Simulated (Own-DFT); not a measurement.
# Stretching a layer in its plane: diamond-structure GeSn with randomly placed atoms, 64 atoms (Ge56Sn8)

No measurement is shown. These are fixed-geometry runs of a retired plane-wave code named Own-DFT, which no person has reviewed; spin and spin-orbit coupling are neglected.

Settings: PBE; PseudoDojo norm-conserving scalar-relativistic files; cutoff 49 hartree; 3 x 3 x 3 k mesh centred on Gamma; Fermi-Dirac smearing of 0.1 eV.

Keep in mind: forces on such cells moved up to 12 meV/angstrom on a denser k mesh; stress not checked against mesh or cutoff.

Unstrained cell vectors in Å: (11.524, 0.000, 0.000); (0.000, 11.524, 0.000); (0.000, 0.000, 11.524). The unstrained cell has measured lattice constants (interpolated for alloys), not those of this functional. That, the random moves and any unrelaxed bonds set the pressure at no strain. Each run strains x and y alike by e, as a substrate would, and holds the height along z. Each coordinate of each atom was shifted by a normal deviate of width 0.05 Å. The random placing of the alloy's atoms differs from row to row. Stress is positive in tension.

```
e (%),u (Å),(s_xx + s_yy)/2 (GPa),s_zz (GPa)
-2.50,0.049,-10.10,-8.65
-2.00,0.053,-8.81,-7.59
-1.75,0.049,?,?
-0.25,0.055,-5.62,-5.50
0.25,0.048,-4.85,-4.94
1.25,0.056,-3.43,-4.17
2.00,0.050,-2.24,-3.36
2.25,0.056,-1.81,-3.13
2.75,0.045,-1.02,-2.43
3.00,0.048,-0.87,-2.39
```

## Worked fit

With e as a fraction, the in-plane stress is -5.3 + 169 e - 707 e² GPa (errors 2 and 152, scatter 0.13), and s_zz is -5.3 + 113 e - 537 e² GPa (slope ± 3, scatter 0.17). At e = 0 the first slope is C11 + C12 and the second 2 C12, both with the ions held to the strained lattice and at the cell's own pressure. The term in e² is negative: the layer stiffens under compression and softens under tension. A free layer would change its height as e changes, and the in-plane slope would drop by 2 C12²/C11 to the biaxial modulus. At fixed height, a misfit of 1 % moves the in-plane stress by about 1.7 GPa and s_zz by 1.1 GPa.

## Check

Question: what are the two stresses at e = -1.75 %?

Estimate: -8.5 and -7.4 GPa. The hidden result is -8.36 and -7.23 GPa.
